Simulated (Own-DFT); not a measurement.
# Strain and stress in wurtzite GaN, 72 atoms (Ga36N36)

All numbers below are calculated, not measured. They come from Own-DFT, an in-house plane-wave density functional program, since retired, whose code no person has reviewed. Each row is one single-point run on a periodic cell that was not relaxed, without spin or spin-orbit coupling.

Settings of every run: PBE; PseudoDojo norm-conserving scalar-relativistic files; cutoff 42 hartree; 4 x 4 x 3 k mesh centred on Gamma; Fermi-Dirac smearing of 0.1 eV.

Known limits: forces not confirmed at this smearing and k mesh; stress not checked against mesh or cutoff.

Unstrained cell vectors in Å: (9.567, 0.000, 0.000); (-4.784, 8.285, 0.000); (0.000, 0.000, 10.370). The unstrained cell has measured lattice constants (interpolated for alloys), not those of this functional. That, the random moves and any unrelaxed bonds set the pressure at no strain. Each run strains this cell uniformly, with the atoms carried along. Every atom was also moved at random, by a Gaussian of width 0.05 Å on each axis. Strain is the symmetric tensor, in per cent. Stress is positive in tension, and the pressure is minus a third of its trace.

```
run  e_xx (%)  e_yy (%)  e_zz (%)  s_xx (GPa)  s_yy (GPa)  s_zz (GPa)  P (GPa)  E (meV/atom)
  1     -2.75     -2.75      0.00      -25.28      -24.84      -13.80    21.31          96.4
  2      2.75      2.75      0.00        4.08        5.76       -3.44    -2.13           5.6
  3     -2.50     -2.50      0.00      -22.88      -22.41      -12.78    19.36          70.3
  4     -0.50     -0.50      0.00       -7.66      -11.79      -10.26     9.90          20.1
  5      0.50      0.50      0.00       -3.45       -4.74       -8.47     5.55           7.7
  6     -0.25     -0.25      0.00       -8.83       -9.36       -8.16     8.78          29.1
  7     -1.00     -1.00      0.00      -12.86      -14.28       -9.63    12.26          36.6
  8      2.25      2.25      0.00        2.45        4.11       -4.30    -0.75           0.0
  9      0.25      0.25      0.00           ?           ?           ?        ?             ?
```

E is the free energy for each atom above the lowest run shown.

## Worked fit

The change of volume is close to e_xx + e_yy + e_zz. A straight line through the runs shown gives P = 8.57 - 211 x (fractional change of volume) GPa, with an error of 9 on the slope and a scatter of 0.95 GPa. The strain isn't the same on all axes and the cell isn't cubic, so the slope belongs to this path and is not the bulk modulus.

## Withheld run

Question: what pressure should run 9 give? Its volume changes by 0.50 %.

The line gives 7.5 GPa. The calculation gave 6.56 GPa.
